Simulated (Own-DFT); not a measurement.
# Which arrangement is lower? C36Si36, 72 atoms

Source: density functional calculations with Own-DFT, an unreviewed in-house program that is no longer used. Nothing was measured or relaxed, and spin and spin-orbit coupling are left out.

Common settings: PBE; PseudoDojo norm-conserving scalar-relativistic files; cutoff 42 hartree; 4 x 4 x 3 k mesh centred on Gamma; Fermi-Dirac smearing of 0.1 eV.

Limits: forces on such cells passed a denser k mesh, each cell not checked; stress not checked against mesh or cutoff.

All cells hold the same atoms in the same cell, with vectors in Å (9.248, 0.000, 0.000); (-4.624, 8.009, 0.000); (0.000, 0.000, 10.068). Every atom was moved at random from its ideal site; u is the rms move along one axis. E is the free energy of the cell above the lowest run. The arrangements:

- A: 2H SiC
- B: 4H SiC

| arrangement | u (Å) | E (eV) | P (GPa) |
|---|---|---|---|
| A | 0.0288 | 0.776 | 3.85 |
| A | 0.0292 | 0.718 | 3.89 |
| A | 0.0328 | 1.165 | 3.97 |
| A | 0.0571 | 6.717 | 5.83 |
| A | 0.0640 | 9.917 | 6.71 |
| A | 0.0672 | 11.071 | 7.00 |
| B | 0.0279 | 0.000 | 3.49 |
| B | 0.0286 | 0.278 | 3.70 |
| B | 0.0317 | 0.662 | 3.79 |
| B | 0.0612 | 8.050 | 6.58 |
| B | 0.0615 | 8.414 | 6.43 |
| B | 0.0627 | 7.682 | 5.97 |

Question: what order do the arrangements take when the shaking is discounted?

## Working it out

Fit E = a + b u², with one b for all and one a for each arrangement, and with residuals divided by u², since the noise grows with the moves. Then b = 2664 eV/Å², the scatter at u = 0.04 Å is 0.22 eV, and against A:

- B: -0.47 ± 0.10 eV (lower)

The cells share one lattice and weren't relaxed, which can shift such small differences either way.
